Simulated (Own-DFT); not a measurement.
# Computed records: Hf36O71 (tetragonal hafnia with one neutral oxygen vacancy, atoms displaced)

A calculation, not a measurement: plane-wave PBE and HSE06 DFT by an unreviewed code, no spin, of a simulated cell at Gamma alone, so results move with cell size and shape, stress positive in tension, energies less offsets, not probed for a lower state with spin; hafnium file: forces about 75 meV/angstrom off all-electron values; oxygen file: force components 24 meV/angstrom off all-electron in a glass; k mesh not checked against a denser one; forces and stress are PBE's, HSE06 gives the energy alone, and its difference from PBE has offsets of its own; offsets are fitted by least squares, one for each functional and potential file, so energies compare only between cells with the same atoms and settings and are not formation energies; the far tail of each file's local potential was reset to the Coulomb form; each entry is a single point on an unrelaxed cell, so the pressure reflects the starting lattice, taken from the Materials Project, from which strain is counted, and rises with the displacements; printed positions are rounded, which can move forces by about a meV/angstrom; the program is a retired in-house code; no spin-orbit coupling. Program: Own-DFT development build.

Entry: Hf36O71 (tetragonal hafnia with one neutral oxygen vacancy, atoms displaced)

```xyz
107
Lattice="10.7800 0.0000 0.0000 0.0000 10.7800 0.0000 0.0000 0.0000 10.4493" Properties=species:S:1:pos:R:3 Hf36O71
Hf     0.0154    10.7536     0.0498
Hf     1.8393     1.7971     2.5961
O     10.7338     1.7935     1.6357
O      1.7689     0.0288     3.6567
O      0.0059     1.8200     4.1991
O      1.8340     0.0192     0.9980
Hf     0.0044     0.0085     5.2221
Hf     1.8004     1.8005     7.8259
O     10.7659     1.7654     6.7988
O      1.8332    10.7611     8.9093
O     10.7781     1.8201     9.4001
O      1.7557    10.7580     6.2780
Hf     0.0207     3.5951     0.0715
Hf     1.7861     5.3430     2.6151
O      0.0021     5.3835     1.5545
O      1.8161     3.5814     3.6013
O      0.0192     5.4305     4.1785
O      1.8019     3.6104     0.9671
Hf    10.7240     3.5564     5.2497
Hf     1.7747     5.4335     7.8598
O      1.8152     3.5598     8.8061
O     10.7679     5.3767     9.4576
O      1.7997     3.5548     6.2763
Hf     0.0017     7.1836    10.4478
Hf     1.7795     9.0003     2.5698
O     10.7372     9.0101     1.5980
O      1.8201     7.1452     3.7143
O      0.0000     9.0431     4.1835
O      1.8199     7.1932     0.9977
Hf     0.0407     7.1919     5.2149
Hf     1.7947     8.9766     7.8552
O     10.7557     8.9613     6.8802
O      1.7903     7.1925     8.8321
O     10.7492     8.9839     9.4662
O      1.8279     7.1985     6.2222
Hf     3.5805    10.7553    10.4275
Hf     5.3713     1.8087     2.5937
O      3.5713     1.7602     1.6472
O      5.4073     0.0055     3.6214
O      3.5725     1.8466     4.2087
O      5.3832     0.0151     1.0309
Hf     3.6256     0.0403     5.2138
Hf     5.3766     1.7666     7.8367
O      3.5855     1.8301     6.8159
O      5.3492    10.7413     8.9257
O      3.6062     1.7713     9.4203
O      5.4387     0.0029     6.2229
Hf     3.6456     3.5707    10.4352
Hf     5.3955     5.3461     2.5778
O      3.5954     5.4209     1.5684
O      5.3826     3.5804     3.6642
O      3.6281     5.4282     4.2242
O      5.3418     3.6209     0.9960
Hf     3.6226     3.6247     5.2353
Hf     5.3828     5.3852     7.8219
O      3.6375     5.3907     6.7990
O      5.3872     3.5572     8.8747
O      3.5915     5.4164     9.4139
O      5.3949     3.6148     6.2461
Hf     3.6057     7.2096    10.4136
Hf     5.3748     9.0112     2.6783
O      3.5889     8.9658     1.5639
O      5.3233     7.1985     3.6161
O      3.5593     8.9862     4.2147
O      5.3837     7.1700     1.0143
Hf     3.6009     7.2430     5.1952
Hf     5.4325     8.9696     7.8788
O      3.5750     9.0197     6.7889
O      5.3466     7.2013     8.8139
O      3.5656     8.9769     9.4479
O      5.4583     7.2171     6.2034
Hf     7.1713    10.7761    10.3816
Hf     9.0105     1.8196     2.6309
O      7.1654     1.8283     1.5459
O      8.9770     0.0023     3.6481
O      7.1874     1.8408     4.2232
O      8.9710    10.7423     0.9968
Hf     7.1888    10.7695     5.2184
Hf     9.0138     1.8022     7.8118
O      7.1621     1.7764     6.8501
O      8.9948     0.0111     8.8833
O      7.1934     1.7645     9.4189
O      8.9717     0.0074     6.2420
Hf     7.1391     3.5754    10.4386
Hf     9.0085     5.3594     2.6198
O      7.1825     5.3765     1.6002
O      8.9327     3.6074     3.6525
O      7.1249     5.3309     4.2472
O      8.9861     3.5731     1.0494
Hf     7.1560     3.5958     5.2219
Hf     8.9710     5.3882     7.8321
O      7.1985     5.3844     6.8197
O      8.9521     3.6021     8.8713
O      7.1475     5.3671     9.4460
O      8.9583     3.5992     6.2395
Hf     7.1741     7.1852    10.4160
Hf     9.0096     8.9508     2.6734
O      7.2090     8.9717     1.6215
O      9.0232     7.1820     3.6875
O      7.1482     8.9728     4.2297
O      9.0463     7.1990     1.0546
Hf     7.1479     7.1828     5.2521
Hf     8.9661     9.0097     7.8558
O      7.1651     8.9243     6.8149
O      9.0119     7.1980     8.8789
O      7.1823     9.0094     9.4388
O      8.9811     7.1861     6.2400
```

* first functional: PBE
* second functional: HSE06
* exact exchange share: 0.25
* screening: 0.11 1/bohr
* exchange divergence: Gygi-Baldereschi
* potential files: PseudoDojo norm-conserving, scalar-relativistic, made for PBE, standard set
* wave cutoff: 48 hartree
* occupations: fixed
* k mesh: 1 x 1 x 1 centred on Gamma
* PBE energy of cell above offsets: -101.021 eV
* HSE06 less PBE above offsets: -0.166 eV
* PBE pressure: 0.85 GPa
* PBE stress xx: -0.49 GPa
* PBE stress yy: -0.58 GPa
* PBE stress zz: -1.48 GPa
* PBE stress yz: -0.18 GPa
* PBE stress xz: 0.45 GPa
* PBE stress xy: -0.02 GPa

Force:
```tsv
element	x (eV/Å)	y (eV/Å)	z (eV/Å)
Hf	-0.93	0.564	-0.8
Hf	-1.09	-0.142	0.776
O	1.386	-0.014	-0.524
O	0.397	-0.224	-0.526
O	-0.352	-0.21	0.12
O	-0.799	-0.156	0.942
Hf	-0.033	0.246	0.114
Hf	-0.465	-0.159	0.332
O	0.144	0.316	-0.266
O	-0.215	0.136	-0.517
O	0.084	-0.387	0.642
O	0.805	0.207	-0.398
Hf	-0.89	-0.323	-1.403
Hf	0.602	0.972	0.079
O	0.166	-0.247	0.6
O	-0.075	0.216	0.02
O	-0.172	-1.339	0.693
O	0.657	-0.304	0.664
Hf	0.99	0.729	-0.028
Hf	0.131	-1.164	-0.677
O	0.107	0.961	0.348
O	0.364	-0.03	-0.676
O	-0.618	0.552	-0.831
Hf	-0.166	-0.056	0.051
Hf	0.308	-0.583	0.668
O	1.29	0.103	0.049
O	-0.247	0.852	-1.364
O	0.194	-0.843	0.26
O	-0.611	0.264	0.226
Hf	-0.607	0.236	0.166
Hf	0.017	0.731	-0.466
O	0.238	0.112	-0.438
O	-0.087	-0.028	0.288
O	0.33	0.115	-0.059
O	-0.531	-0.44	0.783
Hf	0.675	-0.028	0.149
Hf	0.956	-0.434	0.16
O	0.699	0.469	-0.92
O	-0.409	0.705	0.564
O	0.168	-0.811	0.029
O	-0.016	0.015	-0.089
Hf	-0.823	-0.395	0.543
Hf	0.198	-0.025	0.205
O	0.536	-0.572	-0.184
O	0.259	0.299	-0.938
O	0.089	0.314	0.288
O	-0.975	0.095	0.396
Hf	-1.406	0.736	-1.058
Hf	-0.518	1.094	0.72
O	-0.247	-0.489	0.403
O	-0.231	-0.093	-0.674
O	-0.157	-0.846	-0.194
O	0.678	-0.23	0.873
Hf	-0.559	0.64	0.103
Hf	0.023	-0.451	-0.048
O	-0.727	0.093	0.415
O	-0.062	0.295	-0.18
O	0.153	-0.712	0.036
O	-0.104	-0.203	0.463
Hf	0.064	-0.577	1.07
Hf	0.615	-0.789	-1.514
O	-0.046	0.262	0.597
O	0.409	-0.272	-0.144
O	0.201	1.256	-0.524
O	0.441	0.043	-0.651
Hf	0.237	-0.89	0.184
Hf	-0.912	0.406	-1.052
O	0.787	-0.112	0.607
O	0.427	-0.216	0.4
O	0.079	-0.085	-0.606
O	-1.851	-0.145	0.904
Hf	0.406	0.495	1.941
Hf	-1.309	-0.489	-0.211
O	-0.004	0.207	0.676
O	-0.185	0.218	-0.111
O	-0.106	-1.046	-0.194
O	-0.007	0.42	0.062
Hf	0.63	0.574	-0.324
Hf	-0.461	0.048	0.951
O	0.319	0.113	-0.092
O	-0.13	-0.033	-0.6
O	-0.358	0.572	-0.165
O	-0.066	-0.204	0.183
Hf	1.251	-0.533	0.034
Hf	-0.264	0.775	-0.127
O	0.401	-0.023	-0.014
O	0.637	-0.033	0.055
O	0.099	1.353	-0.623
O	-0.21	0.255	-0.067
Hf	0.018	-0.145	0.229
Hf	0.702	0.185	0.071
O	-0.317	0.075	0.381
O	-0.154	-0.018	-0.398
O	-0.14	0.668	-0.1
O	0.48	0.139	0.358
Hf	0.568	0.023	1.418
Hf	-0.921	0.319	-0.694
O	-0.53	-0.263	0.229
O	-0.286	-0.414	-0.526
O	0.034	0.08	-0.07
O	-1.137	-0.291	-0.3
Hf	1.487	-0.425	-0.726
Hf	0.468	-0.355	-0.142
O	0.526	0.514	0.41
O	-0.531	-0.294	-0.174
O	-0.199	-1.033	-0.7
O	0.319	-0.446	0.182
```
